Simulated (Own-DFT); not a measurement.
# Misfit strain and the stress it brings: wurtzite AlGaN with randomly placed atoms, 96 atoms (Al36Ga12N48)

No measurement is shown. These are fixed-geometry runs of a retired plane-wave code named Own-DFT, which no person has reviewed; spin and spin-orbit coupling are neglected.

Common settings: PBE; PseudoDojo norm-conserving scalar-relativistic files (stringent for Ga); cutoff 96 hartree; 3 x 4 x 3 k mesh centred on Gamma; Gaussian smearing of 0.01 eV.

Keep in mind: k mesh not checked against a denser one; stress not checked against mesh or cutoff.

Unstrained cell vectors in Å: (12.525, 0.000, 0.000); (-4.697, 8.135, 0.000); (0.000, 0.000, 10.066). The unstrained cell has measured lattice constants (interpolated for alloys), not those of this functional. That, the random moves and any unrelaxed bonds set the pressure at no strain. Each run strains x and y alike by e, as a substrate would, and holds the height along z. Each atom got a random Gaussian move of width 0.05 Å along each axis. The random placing of the alloy's atoms differs from row to row. Stress is positive in tension.

```
e (%)  u (Å)  (s_xx + s_yy)/2 (GPa)  s_zz (GPa)
-2.25  0.049                 -20.95       -9.06
-1.25  0.052                 -13.73       -8.87
-0.75  0.049                 -10.62       -8.34
-0.50  0.050                  -8.58       -7.82
 1.00  0.048                  -1.06       -4.34
 1.25  0.049                   0.76       -4.70
 1.75  0.051                   2.62       -3.94
 2.00  0.051                      ?           ?
 2.50  0.051                   6.35       -4.05
 3.00  0.049                   8.51       -3.64
```

## Worked fit

With e as a fraction, the in-plane stress is -6.1 + 577 e - 3226 e² GPa (errors 8 and 461, scatter 0.34), and s_zz is -6.7 + 125 e GPa (slope ± 14, scatter 0.73). At e = 0 the first slope is C11 + C12 and the second 2 C13, both with the ions held to the strained lattice and at the cell's own pressure. The term in e² is negative: the layer stiffens under compression and softens under tension. A free layer would change its height as e changes, and the in-plane slope would drop by 2 C13²/C33 to the biaxial modulus. At fixed height, a misfit of 1 % moves the in-plane stress by about 5.8 GPa and s_zz by 1.3 GPa.

## Withheld run

Asked: what are the two stresses at e = 2.00 %?

Estimate: 4.1 and -4.2 GPa. The run itself gave 3.76 and -3.27 GPa.
